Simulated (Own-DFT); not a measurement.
# Response to strain: C40 NbSi2, 36 atoms (Nb12Si24)

Calculated results; nothing here was measured. The program, named Own-DFT, is a retired in-house plane-wave density functional code that no person has reviewed. Each row is one single-point run on a periodic cell that was not relaxed, without spin or spin-orbit coupling.

Settings of every run: PBE; PseudoDojo norm-conserving scalar-relativistic files; cutoff 42 hartree; 4 x 4 x 5 k mesh centred on Gamma; cold (Marzari-Vanderbilt) smearing of 0.2 eV.

Known limits: forces on such cells failed a check on a denser k mesh; stress not checked against mesh or cutoff.

Unstrained cell vectors in Å: (0.000, 8.324, 0.000); (-9.613, 0.000, 0.000); (0.000, 0.000, 6.586). The unstrained cell was taken from the Materials Project. The random moves and any unrelaxed bonds add to the pressure at no strain. Each run strains this cell uniformly, with the atoms carried along. Every atom was also moved at random, by a Gaussian of width 0.05 Å on each axis. Strain is the symmetric tensor, in per cent. Stress is positive in tension, and the pressure is minus a third of its trace.

| run | e_xx (%) | e_yy (%) | e_zz (%) | e_yz (%) | e_xz (%) | e_xy (%) | s_xx (GPa) | s_yy (GPa) | s_zz (GPa) | s_yz (GPa) | s_xz (GPa) | s_xy (GPa) | P (GPa) | E (meV/atom) |
|---|---|---|---|---|---|---|---|---|---|---|---|---|---|---|
| 1 | 0.21 | 1.51 | -1.66 | 1.73 | -1.92 | 1.60 | -2.49 | 1.46 | -11.39 | 6.15 | -6.91 | 4.71 | 4.14 | 33.9 |
| 2 | -0.24 | -0.56 | 0.60 | 0.33 | 1.36 | -1.59 | -4.26 | -4.49 | -0.99 | 0.80 | 3.97 | -5.23 | 3.25 | 9.7 |
| 3 | -0.63 | 1.00 | -0.14 | -0.93 | 1.63 | 1.83 | -4.41 | 0.60 | -4.99 | -2.96 | 5.71 | 5.50 | 2.93 | 20.2 |
| 4 | 1.73 | 1.67 | 1.80 | 1.21 | -1.44 | 0.49 | 5.29 | 5.59 | 5.98 | 2.85 | -3.90 | 1.34 | -5.62 | 13.2 |
| 5 | -1.13 | -0.58 | 1.89 | 1.73 | 0.54 | 1.92 | -6.19 | -4.60 | 3.36 | 4.79 | 1.61 | 5.99 | 2.48 | 20.0 |
| 6 | 1.45 | -1.42 | 1.10 | -1.57 | 1.33 | 0.58 | 2.51 | -5.54 | 0.34 | -4.62 | 2.83 | 1.71 | 0.90 | 14.9 |
| 7 | -1.08 | 0.93 | 0.39 | -1.37 | 0.08 | 1.77 | -6.19 | 0.62 | -1.30 | -4.16 | -0.16 | 5.73 | 2.29 | 2.4 |
| 8 | -0.36 | 1.41 | -0.91 | -1.72 | 0.23 | -1.41 | -2.97 | 1.63 | -7.06 | -5.27 | 0.09 | -4.07 | 2.80 | 0.0 |
| 9 | -1.55 | 1.18 | 1.32 | 1.17 | -1.90 | 0.20 | -6.14 | 1.05 | 1.41 | 3.24 | -5.53 | 0.79 | 1.23 | 12.4 |
| 10 | -1.64 | -0.29 | 1.92 | -0.35 | -0.17 | 1.09 | -7.84 | -3.97 | 3.71 | -0.52 | -0.23 | 3.37 | 2.70 | 14.3 |
| 11 | -1.96 | -1.26 | 1.59 | -0.13 | 0.40 | 0.55 | -9.97 | -7.50 | 0.93 | -0.01 | 0.38 | 1.75 | 5.51 | 16.0 |
| 12 | -1.94 | 1.32 | 1.23 | 1.46 | 0.05 | 0.82 | -7.30 | 1.63 | 0.71 | 4.71 | 0.38 | 3.07 | 1.65 | 6.1 |
| 13 | -1.84 | -1.70 | 1.03 | -1.68 | 0.65 | -1.18 | -10.56 | -8.92 | -2.14 | -5.37 | 2.50 | -4.56 | 7.21 | 16.2 |
| 14 | -0.76 | 1.93 | 1.66 | -1.57 | -0.29 | -0.87 | -2.55 | 5.02 | 4.21 | -4.56 | -1.39 | -2.55 | -2.23 | 3.3 |
| 15 | -1.23 | -1.73 | 0.45 | -0.22 | 1.22 | 0.51 | -7.37 | -10.02 | -4.21 | -0.54 | 3.91 | 1.84 | 7.20 | 7.5 |
| 16 | 1.57 | 1.51 | 0.09 | 0.62 | 1.27 | -0.01 | ? | ? | ? | ? | ? | ? | ? | ? |

E is the free energy for each atom above the lowest run shown.

## Worked fit

Each stress component was fitted by least squares to a constant and the strains of the runs shown, as fractions, with shears doubled. Shear strains stay in the fit of a normal stress only where such slopes are resolved. The slopes, in GPa:

```
stress  at no strain  per e_xx  per e_yy  per e_zz  scatter
  s_xx          -2.8  351 ± 14   79 ± 12   64 ± 15     0.58
  s_yy          -2.6    74 ± 9   359 ± 8   67 ± 10     0.37
  s_zz          -4.2   56 ± 15   68 ± 13  457 ± 16     0.61
```

Each shear stress against twice its own strain: yz 148 ± 6, xz 162 ± 12, xy 158 ± 5 GPa. These are stiffnesses along x, y and z of the frame in which the cell vectors are given, which need not be the crystal's axes. The atoms are held to the strained lattice; where symmetry lets them move under strain, relaxing them would lower some slopes. The table should be nearly symmetric about its diagonal, and what it lacks of that shows the noise. A ninth of its sum, 175 ± 6 GPa, estimates the bulk modulus near the mean pressure of these runs, 2.4 GPa, so it lies above the value at zero pressure.

## Withheld run

Question: what normal stresses and pressure should run 16 give?

The fit gives s_xx = 3.9, s_yy = 4.0, s_zz = -1.9 and P = -2.0 GPa. The calculation gave 3.79, 4.15, -0.81 and P = -2.38 GPa.
